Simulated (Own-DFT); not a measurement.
# Point defects and the pressure they add: wurtzite GaN

Source: density functional calculations with Own-DFT, an unreviewed in-house program that is no longer used. Nothing was measured or relaxed, and spin and spin-orbit coupling are left out.

Settings: PBE; PseudoDojo norm-conserving scalar-relativistic files; cutoff 42 hartree; 4 x 4 x 3 k mesh centred on Gamma; Fermi-Dirac smearing of 0.1 eV.

Limits (not all hold for every row): not probed for a lower state with spin; forces not confirmed at this smearing and k mesh; stress not checked against mesh or cutoff.

All runs share one cell, with vectors in Å (9.567, 0.000, 0.000); (-4.784, 8.285, 0.000); (0.000, 0.000, 10.370) and a volume of 822.0 Å³. Atoms were moved at random from their sites; u is the rms move along one axis. The defect's site can differ from row to row.

| cell | formula | u (Å) | P (GPa) |
|---|---|---|---|
| no defect | Ga36N36 | 0.0216 | 5.98 |
| no defect | Ga36N36 | 0.0478 | 7.44 |
| no defect | Ga36N36 | 0.0497 | 7.38 |
| one N on a Ga site | Ga35N37 | 0.0271 | ? |
| one N on a Ga site | Ga35N37 | 0.0275 | 5.42 |
| one N on a Ga site | Ga35N37 | 0.0480 | 6.44 |
| one N on a Ga site | Ga35N37 | 0.0522 | 6.63 |
| one Ga on an N site | Ga37N35 | 0.0304 | 12.06 |
| one Ga on an N site | Ga37N35 | 0.0495 | 13.22 |
| one Ga on an N site | Ga37N35 | 0.0506 | 13.07 |

## What the rows give

P = P0 + c u² + a shift for each defect gives P0 = 5.74 GPa, c = 684 ± 44 GPa/Å² and a scatter of 0.11 GPa. The shifts, and each times the cell's volume:

- one Ga on an N site: 5.69 ± 0.09 GPa, 29.2 eV
- one N on a Ga site: -0.90 ± 0.09 GPa, -4.6 eV

Positive is outwards. The product with the volume (160.2 GPa Å³ to the eV) is nearly free of the cell's size; divided by the bulk modulus at the cell's pressure it gives the volume that the defect adds. The atoms around the defects weren't relaxed, which would change these numbers.

## The run left out

Asked: what pressure belongs in the blank (one N on a Ga site, u = 0.0271 Å)?

The fitted form gives 5.35 ± 0.14 GPa. Computed: 5.29 GPa.
